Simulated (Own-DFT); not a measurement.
# PBE and PBEsol under strain: C11b WSi2, 30 atoms (Si20W10)

Calculated, not measured: single-point runs of Own-DFT, a retired in-house plane-wave DFT program that no person has reviewed, on unrelaxed cells, without spin or spin-orbit coupling.

Known weak points: forces on such cells failed a check on a denser k mesh; stress not checked against mesh or cutoff.

Each geometry was run with PBE and with PBEsol, otherwise alike: PseudoDojo norm-conserving scalar-relativistic files made for PBE; cutoff 50 hartree; 5 x 5 x 5 k mesh centred on Gamma; cold (Marzari-Vanderbilt) smearing of 0.2 eV. Unstrained cell vectors in Å: (-2.149, -5.953, 3.409); (-6.444, 2.976, 1.136); (-2.553, -2.948, -6.757). Each has a uniform strain, of which the change of volume is shown, and random moves of rms u per axis.

| run | volume change (%) | u (Å) | P with PBE (GPa) | P with PBEsol (GPa) |
|---|---|---|---|---|
| 1 | -4.49 | 0.0459 | 18.53 | 14.21 |
| 2 | 0.02 | 0.0452 | 5.99 | 1.91 |
| 3 | 2.49 | 0.0555 | 1.48 | -2.48 |
| 4 | 1.04 | 0.0618 | 4.57 | 0.52 |
| 5 | 1.56 | 0.0550 | 2.08 | -1.94 |
| 6 | 0.24 | 0.0539 | 7.29 | 3.21 |
| 7 | -1.49 | 0.0469 | 11.00 | 6.83 |
| 8 | 0.60 | 0.0446 | 4.85 | 0.77 |
| 9 | 3.07 | 0.0520 | -1.12 | -5.06 |
| 10 | -3.58 | 0.0556 | 16.06 | 11.77 |
| 11 | 2.55 | 0.0502 | 0.29 | ? |

Question: by how much does PBEsol shrink this cell, and what belongs in the blank?

## Worked answer

Write v for the change of volume as a fraction. Fitted to v and u², the PBE pressure has a slope of -260 ± 10 GPa in v, with the ions held to the strained lattice. The difference PBEsol less PBE is -4.10 + 5.1 v GPa (slope ± 0.1) and averages -4.10 GPa. Divided by the mean slope of the two, 257 GPa, that makes PBEsol's volume at a given pressure, near 5 GPa, about 1.6 % smaller, or 0.53 % in lengths. At one volume PBEsol's slope is the smaller by 5 GPa, but its pressure there is lower too. If stiffness rises by about 4 GPa for each GPa, PBEsol at equal pressure is stiffer by about 11 GPa. Files made for PBEsol would give a different shift.

For run 11 the line gives -3.68 GPa. DFT gave -3.67 GPa.
